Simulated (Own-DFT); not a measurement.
Simulation results for InGa3As4 (zincblende random alloy, atoms displaced)

Computed with Own-DFT development build. A calculation, not a measurement: plane-wave PBE density functional theory by an unreviewed code, no spin, of a simulated periodic cell, stress positive in tension, free energy of the whole cell less one offset for each atom, forces on such cells passed a denser k mesh, this cell's mesh not checked; offsets are fitted by least squares, one for each functional and potential file, so energies compare only between cells with the same atoms and settings and are not formation energies; the far tail of each file's local potential was reset to the Coulomb form; each entry is a single point on an unrelaxed cell, so the pressure reflects the starting lattice, mostly measured values, from which strain is counted, and rises with the displacements; printed positions are rounded, which can move forces by about a meV/angstrom; the program is a retired in-house code; no spin-orbit coupling.

Common to all runs: functional PBE; potential files PseudoDojo norm-conserving, scalar-relativistic, standard set; wave cutoff 42 hartree; occupations Fermi-Dirac; smearing width 0.1 eV; k mesh 3 x 3 x 3 centred on Gamma.

(1) 
```cif
# cell vector a (Å): 11.5091 0.0000 0.0000
# cell vector b (Å): 0.0000 11.5091 0.0000
# cell vector c (Å): 0.0000 0.0000 11.5091
data_InGa3As4
_symmetry_space_group_name_H-M 'P 1'
_symmetry_Int_Tables_number 1
_cell_length_a 11.5091
_cell_length_b 11.5091
_cell_length_c 11.5091
_cell_angle_alpha 90.000
_cell_angle_beta 90.000
_cell_angle_gamma 90.000
_cell_volume 1524.49
loop_
_atom_site_label
_atom_site_type_symbol
_atom_site_fract_x
_atom_site_fract_y
_atom_site_fract_z
_atom_site_occupancy
In1 In 0.98808 0.99968 0.99766 1
In2 In 0.99371 0.24681 0.25046 1
Ga1 Ga 0.25111 0.99882 0.25866 1
Ga2 Ga 0.25220 0.24733 0.99047 1
As1 As 0.12217 0.12295 0.10961 1
As2 As 0.13124 0.35865 0.36603 1
As3 As 0.37310 0.11619 0.37603 1
As4 As 0.37430 0.36923 0.12907 1
In3 In 0.99110 0.99303 0.48408 1
In4 In 0.99731 0.24941 0.75297 1
Ga3 Ga 0.24673 0.99122 0.74539 1
Ga4 Ga 0.24699 0.24475 0.50608 1
As5 As 0.12178 0.12749 0.61769 1
As6 As 0.12840 0.37127 0.86837 1
As7 As 0.38105 0.14228 0.87169 1
As8 As 0.37286 0.36149 0.62878 1
Ga5 Ga 0.99003 0.50524 0.00765 1
Ga6 Ga 0.99659 0.74664 0.24394 1
Ga7 Ga 0.25835 0.50041 0.25491 1
In5 In 0.24277 0.75100 0.00518 1
As9 As 0.12891 0.62426 0.11589 1
As10 As 0.12842 0.87926 0.37927 1
As11 As 0.37299 0.61897 0.37540 1
As12 As 0.36482 0.86906 0.12481 1
In6 In 0.00370 0.50969 0.49973 1
Ga8 Ga 0.00312 0.73653 0.76002 1
Ga9 Ga 0.23913 0.48659 0.75222 1
In7 In 0.25310 0.75380 0.49567 1
As13 As 0.11555 0.61603 0.62395 1
As14 As 0.13840 0.87709 0.87552 1
As15 As 0.38391 0.63507 0.86616 1
As16 As 0.37283 0.88236 0.63360 1
Ga10 Ga 0.49774 0.99975 0.00256 1
Ga11 Ga 0.50403 0.24492 0.25327 1
Ga12 Ga 0.75109 0.99838 0.25906 1
Ga13 Ga 0.75320 0.26808 0.99427 1
As17 As 0.62995 0.12948 0.12789 1
As18 As 0.60788 0.38094 0.38067 1
As19 As 0.86387 0.13740 0.37525 1
As20 As 0.88551 0.38052 0.12145 1
Ga14 Ga 0.49659 0.99794 0.49720 1
Ga15 Ga 0.50237 0.23276 0.74432 1
Ga16 Ga 0.76905 0.99460 0.75454 1
Ga17 Ga 0.75069 0.24569 0.49273 1
As21 As 0.61189 0.12231 0.62876 1
As22 As 0.62187 0.37070 0.87778 1
As23 As 0.87444 0.12543 0.87457 1
As24 As 0.87488 0.38100 0.62976 1
Ga18 Ga 0.49607 0.49778 0.99464 1
Ga19 Ga 0.49839 0.74110 0.25070 1
In8 In 0.74851 0.48913 0.25175 1
Ga20 Ga 0.74688 0.75326 0.00498 1
As25 As 0.62099 0.62198 0.12539 1
As26 As 0.61888 0.86151 0.37349 1
As27 As 0.86948 0.63709 0.36919 1
As28 As 0.86465 0.87276 0.11891 1
Ga21 Ga 0.50532 0.49988 0.48902 1
Ga22 Ga 0.49543 0.74820 0.73791 1
Ga23 Ga 0.76108 0.49980 0.74882 1
Ga24 Ga 0.75390 0.75732 0.49132 1
As29 As 0.62859 0.62786 0.62778 1
As30 As 0.62335 0.85908 0.87555 1
As31 As 0.86948 0.63147 0.88092 1
As32 As 0.86851 0.86843 0.62272 1
_calc_free_energy_of_cell_above_offsets '-18.687'  # eV
_calc_pressure 5.45  # GPa
_calc_stress_xx -5.55  # GPa
_calc_stress_yy -5.28  # GPa
_calc_stress_zz -5.51  # GPa
_calc_stress_yz -0.26  # GPa
_calc_stress_xz 0.48  # GPa
_calc_stress_xy -0.23  # GPa
```

Force:
```tsv
element	x (eV/Å)	y (eV/Å)	z (eV/Å)
In	1.128	-1.098	-0.24
In	1.029	-0.528	-1.391
Ga	-0.332	0.057	-1.458
Ga	-0.279	0.699	0.859
As	1.611	0.214	1.501
As	1.095	1.887	1.299
As	0.22	1.093	0.141
As	0.045	0.225	-0.5
In	-0.655	1.179	1.753
In	0.294	-0.173	-0.874
Ga	-0.135	2.165	0.362
Ga	0.672	0.086	-0.645
As	0.344	-1.382	0.376
As	-0.548	0.724	2.639
As	-0.807	-2.749	0.587
As	0.419	1.147	-0.4
Ga	1.408	0.509	-1.538
Ga	0.62	0.553	-0.289
Ga	-0.946	-0.848	-0.925
In	1.631	-0.588	-1.766
As	-1.856	-2.094	2.646
As	-0.333	-0.944	-2.927
As	1.001	0.035	-0.282
As	2.139	1.74	1.89
In	-1.702	-2.399	-2.826
Ga	0.323	1.069	-0.51
Ga	1.732	1.458	-0.989
In	-0.023	-0.709	1.591
As	2.863	2.226	2.891
As	-2.361	0.308	-1.537
As	-1.107	-1.838	0.282
As	1.15	-0.316	-0.922
Ga	0.113	0.003	-0.244
Ga	-0.612	-0.087	-0.099
Ga	-0.873	-0.12	-0.656
Ga	0.084	-1.204	0.677
As	0.331	-0.338	-0.305
As	1.85	-2.79	-0.868
As	-0.415	-1.932	-0.435
As	-1.186	-0.701	-0.629
Ga	0.235	-0.385	0.225
Ga	-0.224	2.475	0.525
Ga	-2.117	-0.169	-0.145
Ga	-1.98	1.602	2.174
As	2.758	-1.466	-1.49
As	-0.06	0.671	-1.378
As	-2.049	0.856	0.09
As	-0.939	-0.733	-1.438
Ga	-0.158	0.215	0.285
Ga	-0.516	0.171	-0.708
In	-0.308	0.701	-0.016
Ga	-0.958	-0.893	-0.118
As	-0.223	0.206	-0.76
As	0.032	1.37	0.117
As	0.482	-0.262	0.044
As	0.188	-0.219	2.003
Ga	-1.561	1.289	2.939
Ga	0.754	0.317	0.222
Ga	-1.479	0.328	0.783
Ga	-0.911	-0.696	0.865
As	0.213	-0.43	-1.052
As	-0.072	1.559	-0.397
As	0.11	-0.618	0.19
As	0.845	-0.427	0.804
```

(2) 
```cif
# cell vector a (Å): 11.5091 0.0000 0.0000
# cell vector b (Å): 0.0000 11.5091 0.0000
# cell vector c (Å): 0.0000 0.0000 11.5091
data_InGa3As4
_symmetry_space_group_name_H-M 'P 1'
_symmetry_Int_Tables_number 1
_cell_length_a 11.5091
_cell_length_b 11.5091
_cell_length_c 11.5091
_cell_angle_alpha 90.000
_cell_angle_beta 90.000
_cell_angle_gamma 90.000
_cell_volume 1524.49
loop_
_atom_site_label
_atom_site_type_symbol
_atom_site_fract_x
_atom_site_fract_y
_atom_site_fract_z
_atom_site_occupancy
In1 In 0.98657 0.00013 0.01126 1
Ga1 Ga 0.00586 0.23660 0.24985 1
Ga2 Ga 0.26265 0.00271 0.24920 1
Ga3 Ga 0.24787 0.24835 0.00160 1
As1 As 0.12031 0.13447 0.13674 1
As2 As 0.12216 0.37417 0.36722 1
As3 As 0.37327 0.13767 0.36243 1
As4 As 0.37580 0.37512 0.12523 1
Ga4 Ga 0.00258 0.00633 0.50319 1
Ga5 Ga 0.00170 0.26614 0.75444 1
In2 In 0.24828 0.00093 0.75613 1
Ga6 Ga 0.24352 0.24276 0.49906 1
As5 As 0.12148 0.13617 0.61444 1
As6 As 0.11984 0.37594 0.86372 1
As7 As 0.38417 0.12417 0.86923 1
As8 As 0.36669 0.37118 0.63073 1
In3 In 0.98464 0.50399 0.00050 1
In4 In 0.00248 0.76096 0.25295 1
Ga7 Ga 0.24887 0.49137 0.25137 1
Ga8 Ga 0.25493 0.74692 0.00401 1
As9 As 0.12580 0.62539 0.12278 1
As10 As 0.12265 0.86691 0.38554 1
As11 As 0.38044 0.62746 0.37214 1
As12 As 0.37819 0.87902 0.12501 1
Ga9 Ga 0.01269 0.50444 0.50866 1
Ga10 Ga 0.99872 0.74613 0.74802 1
Ga11 Ga 0.26286 0.49563 0.74770 1
Ga12 Ga 0.24611 0.75280 0.50509 1
As13 As 0.12199 0.61087 0.61444 1
As14 As 0.12415 0.86904 0.88158 1
As15 As 0.39382 0.62117 0.88494 1
As16 As 0.37350 0.87946 0.62277 1
Ga13 Ga 0.50533 0.99202 0.01518 1
Ga14 Ga 0.48669 0.26582 0.25167 1
In5 In 0.73941 0.99733 0.25696 1
Ga15 Ga 0.74530 0.24303 0.99339 1
As17 As 0.62501 0.12692 0.12770 1
As18 As 0.63073 0.38192 0.36971 1
As19 As 0.88171 0.11706 0.37988 1
As20 As 0.87518 0.37469 0.12453 1
Ga16 Ga 0.50060 0.00003 0.49111 1
In6 In 0.50999 0.24526 0.75405 1
Ga17 Ga 0.75086 0.00982 0.74335 1
Ga18 Ga 0.76401 0.23375 0.50459 1
As21 As 0.62355 0.12200 0.61006 1
As22 As 0.62106 0.36782 0.88469 1
As23 As 0.87956 0.12759 0.87113 1
As24 As 0.87375 0.38005 0.63817 1
Ga19 Ga 0.51222 0.50010 0.00383 1
Ga20 Ga 0.48901 0.75547 0.24968 1
Ga21 Ga 0.74552 0.50058 0.23937 1
Ga22 Ga 0.75033 0.76017 0.99500 1
As25 As 0.63424 0.62964 0.11613 1
As26 As 0.62830 0.86875 0.36113 1
As27 As 0.87764 0.62582 0.38139 1
As28 As 0.87099 0.88822 0.12063 1
Ga23 Ga 0.50182 0.50097 0.50563 1
In7 In 0.50475 0.75493 0.74155 1
Ga24 Ga 0.74114 0.49430 0.75079 1
In8 In 0.74348 0.76334 0.49800 1
As29 As 0.61740 0.62974 0.61610 1
As30 As 0.63030 0.87333 0.87041 1
As31 As 0.88484 0.62906 0.87763 1
As32 As 0.86634 0.88086 0.61894 1
_calc_free_energy_of_cell_above_offsets '-18.489'  # eV
_calc_pressure 5.57  # GPa
_calc_stress_xx -5.44  # GPa
_calc_stress_yy -5.55  # GPa
_calc_stress_zz -5.71  # GPa
_calc_stress_yz 0.55  # GPa
_calc_stress_xz -0.1  # GPa
_calc_stress_xy -1.25  # GPa
```

Force:
```tsv
element	x (eV/Å)	y (eV/Å)	z (eV/Å)
In	3.295	2.166	-2.364
Ga	-2.006	2.234	1.457
Ga	-1.428	-0.19	0.406
Ga	0.06	0.216	-0.656
As	2.416	-1.882	-1.743
As	-0.198	-0.32	1.088
As	0.21	-0.958	1.544
As	-0.556	0.829	-1.114
Ga	0.242	-0.998	0.158
Ga	-0.756	-1.782	-1.03
In	-0.851	0.354	-0.608
Ga	0.747	1.369	-1.015
As	-0.907	-0.562	1.633
As	2.073	0.791	1.673
As	-0.767	-0.825	3.088
As	0.984	-0.363	-1.754
In	2.48	-1.174	0.567
In	-1.056	-1.227	-1.127
Ga	0.251	1.124	-0.319
Ga	0.052	-0.348	-0.298
As	1.135	-0.16	0.463
As	1.608	2.657	0.559
As	-0.944	-0.515	0.584
As	-0.909	-0.608	-0.027
Ga	-2.911	-2.411	-2.64
Ga	0.3	0.345	-0.618
Ga	-1.003	1.079	1.048
Ga	0.641	-0.869	-0.172
As	2.747	2.904	3.14
As	-0.274	-0.712	-0.065
As	-1.692	0.055	-0.5
As	-0.195	0.195	-1.472
Ga	0.608	0.906	-1.641
Ga	1.973	-0.338	0.049
In	1.854	2.082	-1.24
Ga	0.877	0.048	0.762
As	-1.163	1.241	-0.43
As	-0.346	-0.858	0.836
As	0.243	0.712	-0.542
As	-1.225	-2.076	1.165
Ga	-0.497	-0.223	-0.74
In	-0.271	0.494	-1.674
Ga	-0.066	-0.314	0.376
Ga	-0.221	1.754	-0.211
As	0.521	-0.433	0.262
As	1.309	1.517	0.146
As	-0.722	0.852	-1.003
As	-0.006	-0.281	-1.566
Ga	-0.409	-0.314	0.571
Ga	0.918	-0.794	-0.41
Ga	0.852	0.35	0.707
Ga	0.786	-0.545	-0.071
As	-0.689	0.558	0.648
As	-3.959	-0.697	1.188
As	-0.247	-1.214	-0.421
As	-2.647	-3.575	2.082
Ga	-0.592	-0.704	-0.794
In	-0.894	-0.169	0.926
Ga	-0.085	1.042	0.492
In	0.602	-1.972	-0.149
As	1.322	-2	0.438
As	0.367	1.804	0.749
As	-3.127	1.717	-2.226
As	2.145	1.017	1.835
```
